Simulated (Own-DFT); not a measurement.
# One host, several defects: zincblende GaAs

The numbers are computed, not measured, by runs of the plane-wave DFT program Own-DFT (in-house, retired, unreviewed) at fixed positions, with no spin and no spin-orbit coupling.

All runs used: PBE; PseudoDojo norm-conserving scalar-relativistic files; cutoff 42 hartree; 3 x 3 x 3 k mesh centred on Gamma; Fermi-Dirac smearing of 0.1 eV.

Caveats (not all hold for every row): not probed for a lower state with spin; forces on such cells failed a check on a denser k mesh; forces not confirmed at this smearing and k mesh; forces on such cells passed a denser k mesh, each cell not checked; stress not checked against mesh or cutoff.

All runs share one cell, with vectors in Å (11.307, 0.000, 0.000); (0.000, 11.307, 0.000); (0.000, 0.000, 11.307) and a volume of 1445.4 Å³. The atoms are randomly displaced, by u rms on each axis. The defect's site can differ from row to row.

```
cell,formula,u (Å),P (GPa)
no defect,As32Ga32,0.0191,3.50
no defect,As32Ga32,0.0194,3.50
no defect,As32Ga32,0.0514,4.09
one Al on a Ga site,AlAs32Ga31,0.0485,3.88
one Al on a Ga site,AlAs32Ga31,0.0493,3.98
one Al on a Ga site,AlAs32Ga31,0.0518,4.05
one In on a Ga site,As32Ga31In,0.0296,4.27
one In on a Ga site,As32Ga31In,0.0302,4.36
one In on a Ga site,As32Ga31In,0.0456,?
one In on a Ga site,As32Ga31In,0.0484,4.55
two As on a Ga site each,As34Ga30,0.0276,4.76
two As on a Ga site each,As34Ga30,0.0285,4.78
two As on a Ga site each,As34Ga30,0.0321,4.76
two Ga vacancies,As32Ga30,0.0291,2.80
two Ga vacancies,As32Ga30,0.0308,2.98
two Ga vacancies,As32Ga30,0.0323,3.00
```

## Worked fit

P = P0 + c u² + a shift for each defect gives P0 = 3.43 GPa, c = 234 ± 28 GPa/Å² and a scatter of 0.06 GPa. The shifts, and each times the cell's volume:

- two As on a Ga site each: 1.13 ± 0.05 GPa, 10.2 eV (5.1 eV for each of its 2 sites)
- one In on a Ga site: 0.64 ± 0.05 GPa, 5.8 eV
- one Al on a Ga site: -0.05 ± 0.06 GPa, -0.4 eV (not resolved)
- two Ga vacancies: -0.73 ± 0.05 GPa, -6.5 eV (-3.3 eV for each of its 2 sites)

Against the defect-free cell, a freed cell would be larger where the shift is positive and smaller where it is negative (160.2 GPa Å³ is 1 eV). The atoms around the defects weren't relaxed, which would change these numbers.

## Test on the hidden row

Question: what pressure belongs in the blank (one In on a Ga site, u = 0.0456 Å)?

From the fit: 4.56 ± 0.08 GPa. Computed: 4.50 GPa.
